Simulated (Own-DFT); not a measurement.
# One host, several defects: C40 NbSi2

Everything here is calculated. The program is Own-DFT (plane waves, in-house, since retired, never reviewed by a person); positions were held fixed, and spin and spin-orbit coupling were off.

Common settings: PBEsol; PseudoDojo norm-conserving scalar-relativistic files, made for PBE; cutoff 42 hartree; 4 x 4 x 5 k mesh centred on Gamma; cold (Marzari-Vanderbilt) smearing of 0.2 eV.

Keep in mind: forces on such cells failed a check on a denser k mesh; stress not checked against mesh or cutoff.

All runs share one cell, with vectors in Å (0.000, 8.324, 0.000); (-9.613, 0.000, 0.000); (0.000, 0.000, 6.586) and a volume of 527.0 Å³. u is the rms random offset of the atoms per axis. The defect's site can differ from row to row.

```
cell,formula,u (Å),P (GPa)
no defect,Nb12Si24,0.0186,-2.20
no defect,Nb12Si24,0.0198,-2.16
no defect,Nb12Si24,0.0506,-0.91
two Si on a Nb site each,Nb10Si26,0.0277,-1.69
two Si on a Nb site each,Nb10Si26,0.0309,-1.76
two Si on a Nb site each,Nb10Si26,0.0501,-0.93
two Si on a Nb site each,Nb10Si26,0.0525,?
one Si vacancy,Nb12Si23,0.0277,-2.68
one Si vacancy,Nb12Si23,0.0288,-2.70
one Si vacancy,Nb12Si23,0.0550,-1.84
two Nb on a Si site each,Nb14Si22,0.0311,3.59
two Nb on a Si site each,Nb14Si22,0.0316,3.52
two Nb on a Si site each,Nb14Si22,0.0490,3.99
```

## Worked fit

P = P0 + c u² + a shift for each defect gives P0 = -2.25 GPa, c = 454 ± 42 GPa/Å² and a scatter of 0.13 GPa. The shifts, and each times the cell's volume:

- two Nb on a Si site each: 5.29 ± 0.11 GPa, 17.4 eV (8.7 eV for each of its 2 sites)
- two Si on a Nb site each: 0.15 ± 0.11 GPa, 0.5 eV (0.3 eV for each of its 2 sites) (not resolved)
- one Si vacancy: -0.85 ± 0.11 GPa, -2.8 eV

Against the defect-free cell, a freed cell would be larger where the shift is positive and smaller where it is negative (160.2 GPa Å³ is 1 eV). The atoms around the defects weren't relaxed, which would change these numbers.

## Test on the hidden row

The question: what pressure belongs in the blank (two Si on a Nb site each, u = 0.0525 Å)?

The fit gives -0.85 ± 0.16 GPa. The calculation gave -0.62 GPa.
